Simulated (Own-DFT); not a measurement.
# Response to strain: wurtzite GaN, 96 atoms (Ga48N48)

These are calculations, not measurements. They come from Own-DFT, an in-house plane-wave density functional program, since retired, whose code no person has reviewed. Each row is one single-point run on a periodic cell that was not relaxed, without spin or spin-orbit coupling.

Settings of every run: PBE; PseudoDojo norm-conserving scalar-relativistic files (stringent for Ga); cutoff 96 hartree; 3 x 4 x 3 k mesh centred on Gamma; Gaussian smearing of 0.01 eV.

Known limits: forces on such cells passed a denser k mesh, each cell not checked; stress not checked against mesh or cutoff.

Unstrained cell vectors in Å: (12.756, 0.000, 0.000); (-4.783, 8.285, 0.000); (0.000, 0.000, 10.370). The unstrained cell has measured lattice constants (interpolated for alloys), not those of this functional. That, the random moves and any unrelaxed bonds set the pressure at no strain. Each run strains this cell uniformly, with the atoms carried along. Every atom was also moved at random, by a Gaussian of width 0.05 Å on each axis. Strain is the symmetric tensor, in per cent. Stress is positive in tension, and the pressure is minus a third of its trace.

```
run,e_xx (%),e_yy (%),e_zz (%),e_yz (%),e_xz (%),e_xy (%),s_xx (GPa),s_yy (GPa),s_zz (GPa),s_yz (GPa),s_xz (GPa),s_xy (GPa),P (GPa),E (meV/atom)
1,-1.84,1.83,-0.23,-0.80,-0.30,0.40,-13.74,-2.87,-7.19,-1.57,-0.57,0.86,7.93,23.6
2,-0.74,1.16,-1.68,-0.95,-1.49,1.37,-10.01,-3.58,-16.51,-2.31,-3.54,4.51,10.04,29.0
3,1.95,-1.02,0.32,1.69,1.24,0.81,-0.62,-8.10,-5.74,3.17,2.58,3.04,4.82,11.4
4,-1.92,1.68,-0.39,-1.80,-1.59,-1.77,-13.36,-2.28,-9.80,-4.17,-3.92,-5.21,8.48,24.7
5,-0.42,1.38,0.03,-1.64,-0.62,-0.82,-6.14,-3.21,-5.44,-3.52,-1.36,-2.47,4.93,2.8
6,-1.89,-1.23,-1.35,1.61,-0.59,1.58,-16.62,-16.28,-18.08,3.62,-1.22,4.67,16.99,55.6
7,-1.09,-1.16,1.78,1.10,0.12,1.06,-11.05,-11.93,-1.68,3.13,0.81,3.15,8.22,27.0
8,-1.58,-1.41,0.33,-1.68,-0.11,-1.86,-16.00,-14.38,-8.04,-3.48,0.23,-5.98,12.81,36.8
9,1.63,1.37,0.33,-0.22,-0.82,0.78,1.05,0.29,-3.93,-0.58,-1.19,1.22,0.86,0.0
10,-0.50,-1.55,0.81,-0.52,-1.48,-0.98,-9.61,-14.29,-5.49,-1.33,-2.61,-2.31,9.80,27.5
11,1.14,-1.95,-0.73,-1.78,0.86,-1.41,-4.51,-14.50,-13.52,-3.96,1.83,-5.34,10.84,30.5
12,1.85,0.37,0.28,-1.99,-1.22,1.18,1.29,-4.12,-4.07,-3.58,-2.07,3.36,2.30,10.7
13,0.50,-0.93,-0.92,1.34,-1.15,1.37,-6.39,-9.96,-13.47,2.64,-2.96,3.33,9.94,24.7
14,-1.28,1.13,-1.79,-1.49,-1.73,-1.66,-14.41,-5.99,-15.39,-3.62,-4.14,-6.00,11.93,51.5
15,0.92,0.09,-0.41,-1.34,1.31,1.86,-4.35,-7.29,-7.32,-2.38,3.13,6.49,6.32,24.8
16,-0.56,-0.60,-0.49,-1.82,1.19,-1.81,?,?,?,?,?,?,?,?
```

E is the free energy for each atom above the lowest run shown.

## Worked fit

Each stress component was fitted by least squares to a constant and the strains of the runs shown, as fractions, with shears doubled. Shear strains stay in the fit of a normal stress only where such slopes are resolved. The slopes, in GPa:

| stress | at no strain | per e_xx | per e_yy | per e_zz | scatter |
|---|---|---|---|---|---|
| s_xx | -7.2 | 412 ± 17 | 97 ± 18 | 89 ± 26 | 0.90 |
| s_yy | -7.4 | 120 ± 16 | 399 ± 18 | 58 ± 25 | 0.85 |
| s_zz | -7.6 | 76 ± 18 | 128 ± 20 | 512 ± 28 | 0.95 |

Each shear stress against twice its own strain: yz 95 ± 3, xz 106 ± 5, xy 162 ± 10 GPa. These are stiffnesses along x, y and z of the frame in which the cell vectors are given, which need not be the crystal's axes. The atoms are held to the strained lattice; where symmetry lets them move under strain, relaxing them would lower some slopes. The table should be nearly symmetric about its diagonal, and what it lacks of that shows the noise. A ninth of its sum, 210 ± 4 GPa, estimates the bulk modulus near the mean pressure of these runs, 8.4 GPa, so it lies above the value at zero pressure.

## Withheld run

Question: what normal stresses and pressure should run 16 give?

The fit gives s_xx = -10.5, s_yy = -10.8, s_zz = -11.4 and P = 10.9 GPa. The calculation gave -9.83, -11.14, -10.67 and P = 10.55 GPa.
